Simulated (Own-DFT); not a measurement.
# A layer strained by its substrate: diamond-structure GeSn with randomly placed atoms, 64 atoms (Ge60Sn4)

Calculated, not measured: single-point runs of Own-DFT, a retired in-house plane-wave DFT program that no person has reviewed, on unrelaxed cells, without spin or spin-orbit coupling.

All runs used: PBE; PseudoDojo norm-conserving scalar-relativistic files; cutoff 49 hartree; 3 x 3 x 3 k mesh centred on Gamma; Fermi-Dirac smearing of 0.1 eV.

Caveats: forces on such cells moved up to 12 meV/angstrom on a denser k mesh; stress not checked against mesh or cutoff.

Unstrained cell vectors in Å: (11.420, 0.000, 0.000); (0.000, 11.420, 0.000); (0.000, 0.000, 11.420). The unstrained cell has measured lattice constants (interpolated for alloys), not those of this functional. That, the random moves and any unrelaxed bonds set the pressure at no strain. Each run strains x and y alike by e, as a substrate would, and holds the height along z. Each atom got a random Gaussian move of width 0.05 Å along each axis. The random placing of the alloy's atoms differs from row to row. Stress is positive in tension.

| e (%) | u (Å) | (s_xx + s_yy)/2 (GPa) | s_zz (GPa) |
|---|---|---|---|
| -3.00 | 0.050 | -10.91 | -8.82 |
| -2.50 | 0.049 | -9.74 | -8.04 |
| -1.75 | 0.050 | -8.28 | -7.38 |
| -0.50 | 0.054 | -6.09 | -5.61 |
| 0.25 | 0.053 | -4.59 | -4.52 |
| 0.50 | 0.051 | ? | ? |
| 1.00 | 0.047 | -3.30 | -3.88 |
| 2.00 | 0.054 | -1.91 | -3.07 |
| 2.25 | 0.048 | -1.30 | -2.67 |
| 3.00 | 0.047 | -0.23 | -1.90 |

## Working it out

With e as a fraction, the in-plane stress is -5.1 + 176 e - 526 e² GPa (errors 2 and 105, scatter 0.10), and s_zz is -5.0 + 114 e - 434 e² GPa (slope ± 3, scatter 0.16). At e = 0 the first slope is C11 + C12 and the second 2 C12, both with the ions held to the strained lattice and at the cell's own pressure. The term in e² is negative: the layer stiffens under compression and softens under tension. A free layer would change its height as e changes, and the in-plane slope would drop by 2 C12²/C11 to the biaxial modulus. At fixed height, a misfit of 1 % moves the in-plane stress by about 1.8 GPa and s_zz by 1.1 GPa.

## Check

Asked: what are the two stresses at e = 0.50 %?

The fit gives -4.2 and -4.4 GPa. The calculation gave -4.24 and -4.34 GPa.
